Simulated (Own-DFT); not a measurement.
# Point defects and the pressure they add: hexagonal WC

Calculated, not measured: single-point runs of Own-DFT, a retired in-house plane-wave DFT program that no person has reviewed, on unrelaxed cells, without spin or spin-orbit coupling.

Settings: PBE; PseudoDojo norm-conserving scalar-relativistic files; cutoff 50 hartree; 4 x 4 x 4 k mesh centred on Gamma; cold (Marzari-Vanderbilt) smearing of 0.2 eV.

Limits: forces on such cells moved up to 12 meV/angstrom on a denser k mesh; stress not checked against mesh or cutoff.

All runs share one cell, with vectors in Å (5.833, -5.052, -2.839); (0.000, -5.052, 8.518); (-5.833, -5.052, -2.839) and a volume of 669.4 Å³. The atoms are randomly displaced, by u rms on each axis. The defect's site can differ from row to row.

| cell | formula | u (Å) | P (GPa) |
|---|---|---|---|
| no defect | C32W32 | 0.0201 | 3.36 |
| no defect | C32W32 | 0.0466 | 5.87 |
| no defect | C32W32 | 0.0531 | 6.54 |
| one W vacancy | C32W31 | 0.0282 | 1.72 |
| one W vacancy | C32W31 | 0.0308 | 2.17 |
| one W vacancy | C32W31 | 0.0487 | 3.96 |
| one W vacancy | C32W31 | 0.0589 | ? |
| one C vacancy | C31W32 | 0.0298 | 3.14 |
| one C vacancy | C31W32 | 0.0320 | 3.56 |
| one C vacancy | C31W32 | 0.0507 | 5.99 |
| one C on a W site | C33W31 | 0.0298 | 2.49 |
| one C on a W site | C33W31 | 0.0302 | 2.54 |
| one C on a W site | C33W31 | 0.0472 | 4.27 |

## What the rows give

P = P0 + c u² + a shift for each defect gives P0 = 2.73 GPa, c = 1409 ± 61 GPa/Å² and a scatter of 0.17 GPa. The shifts, and each times the cell's volume:

- one C vacancy: -0.60 ± 0.14 GPa, -2.5 eV
- one C on a W site: -1.51 ± 0.14 GPa, -6.3 eV
- one W vacancy: -2.04 ± 0.14 GPa, -8.5 eV

A positive shift means that the defect pushes the cell outwards. Shift times volume (160.2 GPa Å³ is 1 eV) depends little on the cell's size, so, taken for each site, it can be compared between cells at like pressure. The atoms around the defects weren't relaxed, which would change these numbers.

## The run left out

Q: what pressure belongs in the blank (one W vacancy, u = 0.0589 Å)?

The fitted form gives 5.57 ± 0.23 GPa. The run itself gave 5.60 GPa.
